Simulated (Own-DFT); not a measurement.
# Which defects push the lattice out? zincblende GaP

Source: density functional calculations with Own-DFT, an unreviewed in-house program that is no longer used. Nothing was measured or relaxed, and spin and spin-orbit coupling are left out.

Method: PBE; PseudoDojo norm-conserving scalar-relativistic files; cutoff 42 hartree; 2 x 3 x 3 k mesh centred on Gamma; Fermi-Dirac smearing of 0.1 eV.

Keep in mind (not all hold for every row): not probed for a lower state with spin; forces on such cells failed a check on a denser k mesh; forces on such cells moved up to 12 meV/angstrom on a denser k mesh; forces on such cells passed a denser k mesh, each cell not checked; stress not checked against mesh or cutoff.

All runs share one cell, with vectors in Å (16.352, 0.000, 0.000); (0.000, 10.901, 0.000); (0.000, 0.000, 10.901) and a volume of 1943.1 Å³. u is the rms random offset of the atoms per axis. The defect's site can differ from row to row.

| cell | formula | u (Å) | P (GPa) |
|---|---|---|---|
| no defect | Ga48P48 | 0.0201 | 2.73 |
| no defect | Ga48P48 | 0.0208 | 2.71 |
| no defect | Ga48P48 | 0.0531 | 3.28 |
| two P on a Ga site each | Ga46P50 | 0.0299 | 3.02 |
| two P on a Ga site each | Ga46P50 | 0.0302 | 2.92 |
| two P on a Ga site each | Ga46P50 | 0.0485 | 3.28 |
| two P on a Ga site each | Ga46P50 | 0.0513 | ? |
| two P vacancies | Ga48P46 | 0.0297 | 2.47 |
| two P vacancies | Ga48P46 | 0.0309 | 2.55 |
| two P vacancies | Ga48P46 | 0.0505 | 2.81 |
| one Ga on a P site and one P on a Ga site | Ga48P48 | 0.0300 | 2.94 |
| one Ga on a P site and one P on a Ga site | Ga48P48 | 0.0474 | 3.33 |
| one Ga on a P site and one P on a Ga site | Ga48P48 | 0.0536 | 3.46 |

## Working it out

P = P0 + c u² + a shift for each defect gives P0 = 2.63 GPa, c = 228 ± 15 GPa/Å² and a scatter of 0.05 GPa. The shifts, and each times the cell's volume:

- one Ga on a P site and one P on a Ga site: 0.16 ± 0.04 GPa, 1.9 eV
- two P on a Ga site each: 0.13 ± 0.04 GPa, 1.6 eV (0.8 eV for each of its 2 sites)
- two P vacancies: -0.35 ± 0.04 GPa, -4.2 eV (-2.1 eV for each of its 2 sites)

A positive shift means that the defect pushes the cell outwards. Shift times volume (160.2 GPa Å³ is 1 eV) depends little on the cell's size, so, taken for each site, it can be compared between cells at like pressure. The atoms around the defects weren't relaxed, which would change these numbers.

## Prediction

Asked: what pressure belongs in the blank (two P on a Ga site each, u = 0.0513 Å)?

From the fit: 3.36 ± 0.06 GPa. Computed: 3.35 GPa.
